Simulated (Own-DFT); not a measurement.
# Run time against the size of the problem

Wall times of single-point runs (energy, forces and, in most, stress) with one build of Own-DFT, an in-house plane-wave density functional program, since retired. Each ran alone on one NVIDIA H200 card, with norm-conserving files, no spin and no use of crystal symmetry. The k points are those left after time reversal, where it was used. Plane waves for each k point are estimated as V (2 E)^(3/2) / (6 π²) in atomic units.

| cell | atoms | valence electrons | cutoff (hartree) | volume (Å³) | k mesh | k points | plane waves | time (s) |
|---|---|---|---|---|---|---|---|---|
| C4Si4 | 8 | 32 | 42 | 96 | 7x7x7 | 172 | 8400 | 162 |
| C35Si36 | 71 | 284 | 42 | 746 | 4x4x3 | 26 | 65400 | 718 |
| C36Si35 | 71 | 284 | 42 | 746 | 4x4x3 | 26 | 65400 | 950 |
| C35Si37 | 72 | 288 | 42 | 746 | 4x4x3 | 26 | 65400 | 807 |
| AlC35NSi35 | 72 | 288 | 42 | 746 | 4x4x3 | 26 | 65400 | 794 |
| C34N2Si36 | 72 | 290 | 42 | 746 | 4x4x3 | 26 | 65400 | 837 |
| C32Si32 | 64 | 256 | 42 | 663 | 4x4x4 | 36 | 58200 | 765 |
| C48Si47 | 95 | 380 | 42 | 994 | 3x4x4 | 26 | 87200 | 1607 |
| C49Si47 | 96 | 384 | 42 | 994 | 3x4x4 | 26 | 87200 | 1475 |
| C47Si49 | 96 | 384 | 42 | 994 | 3x4x4 | 26 | 87200 | 1298 |
| Al2C48Si46 | 96 | 382 | 42 | 994 | 3x4x4 | 26 | 87200 | ? |

## Worked fit

Take the size N = k points x plane waves x valence electrons. A line through log(time) against log(N) has a slope of 0.74 ± 0.05 and a scatter of a factor 1.15. Part of the scatter may come from the number of self-consistent steps, which isn't shown. The slope lies under 1: time grows more slowly than N on these runs. Times belong to this build alone.

## Withheld run

Question: how long should the last run take? Its N is 8.66e+08.

The line gives about 1304 s. It took 1525 s.
